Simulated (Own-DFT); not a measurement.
# How strain changes the stress of wurtzite GaN, 72 atoms (Ga36N36)

The numbers are computed, not measured, by runs of the plane-wave DFT program Own-DFT (in-house, retired, unreviewed) at fixed positions, with no spin and no spin-orbit coupling.

Method: PBE; PseudoDojo norm-conserving scalar-relativistic files (stringent for Ga); cutoff 96 hartree; 4 x 4 x 3 k mesh centred on Gamma; Gaussian smearing of 0.01 eV.

Keep in mind: forces not confirmed at this smearing and k mesh; stress not checked against mesh or cutoff.

Unstrained cell vectors in Å: (9.567, 0.000, 0.000); (-4.784, 8.285, 0.000); (0.000, 0.000, 10.370). The unstrained cell has measured lattice constants (interpolated for alloys), not those of this functional. That, the random moves and any unrelaxed bonds set the pressure at no strain. The cell is deformed uniformly in each run, and the atoms keep their fractional places. All atoms carry random offsets, Gaussian with a width of 0.05 Å per axis. Strains are tensor components in per cent; tension counts as positive stress, and P is minus the mean normal stress.

| run | e_xx (%) | e_yy (%) | e_zz (%) | e_yz (%) | e_xz (%) | e_xy (%) | s_xx (GPa) | s_yy (GPa) | s_zz (GPa) | s_yz (GPa) | s_xz (GPa) | s_xy (GPa) | P (GPa) | E (meV/atom) |
|---|---|---|---|---|---|---|---|---|---|---|---|---|---|---|
| 1 | -0.83 | -1.75 | -0.54 | -0.89 | 0.78 | 1.07 | -13.50 | -14.27 | -13.41 | -1.89 | 0.91 | 3.59 | 13.73 | 21.9 |
| 2 | 0.50 | -1.45 | -0.89 | 1.45 | 1.99 | -1.37 | -8.09 | -13.15 | -13.12 | 3.31 | 4.50 | -4.06 | 11.45 | 26.4 |
| 3 | -0.29 | -1.35 | 1.13 | 0.56 | -0.51 | 1.00 | -9.41 | -11.91 | -3.35 | 0.68 | -0.47 | 3.81 | 8.22 | 1.4 |
| 4 | -0.12 | 0.08 | -1.62 | 0.45 | -0.28 | -1.44 | -8.33 | -9.77 | -14.47 | 0.24 | -1.25 | -5.22 | 10.86 | 14.2 |
| 5 | 0.17 | 1.17 | -1.87 | -1.40 | -1.93 | 1.20 | -8.00 | -3.77 | -13.29 | -3.15 | -4.87 | 3.08 | 8.35 | 13.2 |
| 6 | -0.48 | -1.70 | 0.12 | -0.33 | 1.35 | 1.24 | -11.14 | -13.58 | -8.97 | -1.01 | 3.29 | 3.83 | 11.23 | 2.4 |
| 7 | -0.71 | 0.09 | -0.91 | -1.90 | -1.51 | -0.33 | -9.72 | -9.27 | -12.39 | -3.54 | -4.53 | -1.05 | 10.46 | 17.3 |
| 8 | 0.62 | 0.60 | -0.13 | 0.49 | -1.11 | 0.41 | -3.88 | -3.82 | -7.90 | 1.14 | -2.61 | 1.13 | 5.20 | 0.0 |
| 9 | 0.87 | -0.13 | 1.99 | -0.60 | 1.85 | 1.92 | -3.26 | -5.89 | 1.04 | -1.64 | 3.66 | 6.07 | 2.70 | 7.3 |
| 10 | -0.10 | -1.95 | -1.40 | -0.85 | -0.13 | -0.61 | -12.07 | -15.19 | -15.02 | -0.85 | -0.66 | -2.14 | 14.09 | 8.5 |
| 11 | 0.92 | -1.14 | -0.21 | 1.01 | 1.95 | 0.83 | -4.77 | -13.17 | -7.42 | 2.13 | 4.20 | 2.40 | 8.45 | 11.1 |
| 12 | 0.85 | -1.42 | -1.76 | -1.27 | 0.63 | -1.98 | -6.03 | -17.22 | -15.34 | -1.87 | 1.29 | -6.04 | 12.86 | 38.4 |
| 13 | -1.10 | 0.09 | 0.52 | -0.95 | 1.20 | -1.28 | -12.25 | -7.16 | -5.21 | -1.83 | 1.56 | -4.59 | 8.20 | 2.0 |
| 14 | 1.86 | 1.24 | -0.68 | -0.20 | -1.23 | 1.67 | 0.58 | -1.99 | -7.99 | -0.45 | -2.44 | 4.99 | 3.13 | 3.9 |
| 15 | 0.43 | -0.07 | 0.63 | 0.41 | -0.13 | -0.76 | ? | ? | ? | ? | ? | ? | ? | ? |

The last column gives the free energy per atom over the lowest of the runs shown.

## Analysis

Least squares on the runs shown: each stress against a constant and the strains, taken as fractions with shears doubled. Shear strains stay in the fit of a normal stress only where such slopes are resolved. The slopes, in GPa:

```
stress  at no strain  per e_xx  per e_yy  per e_zz  scatter
  s_xx          -7.6  409 ± 29  107 ± 21   62 ± 20     0.81
  s_yy          -7.3   14 ± 46  408 ± 34  109 ± 32     1.30
  s_zz          -7.5   78 ± 32   96 ± 24  424 ± 22     0.90
```

The slope of each shear stress on twice its own strain, from a fit on all six strains: yz 91 ± 7, xz 99 ± 6, xy 155 ± 4 GPa. These are stiffnesses along x, y and z of the frame in which the cell vectors are given, with the crystal's c axis along z: C11, C12, C13 and C33. Hexagonal symmetry asks that xx and yy behave alike, which is a second check on the noise. These are clamped-ion slopes: internal relaxation, where symmetry allows it, would soften some. The table should be nearly symmetric about its diagonal, and what it lacks of that shows the noise. A ninth of the table's sum, 190 ± 5 GPa, estimates the bulk modulus near the mean pressure of these runs, 9.2 GPa, so it lies above the value at zero pressure.

## Withheld run

Question: what normal stresses and pressure should run 15 give?

From the fit: s_xx = -5.5, s_yy = -6.9, s_zz = -4.6 and P = 5.6 GPa. The hidden result is -4.47, -6.47, -4.06 and P = 5.00 GPa.
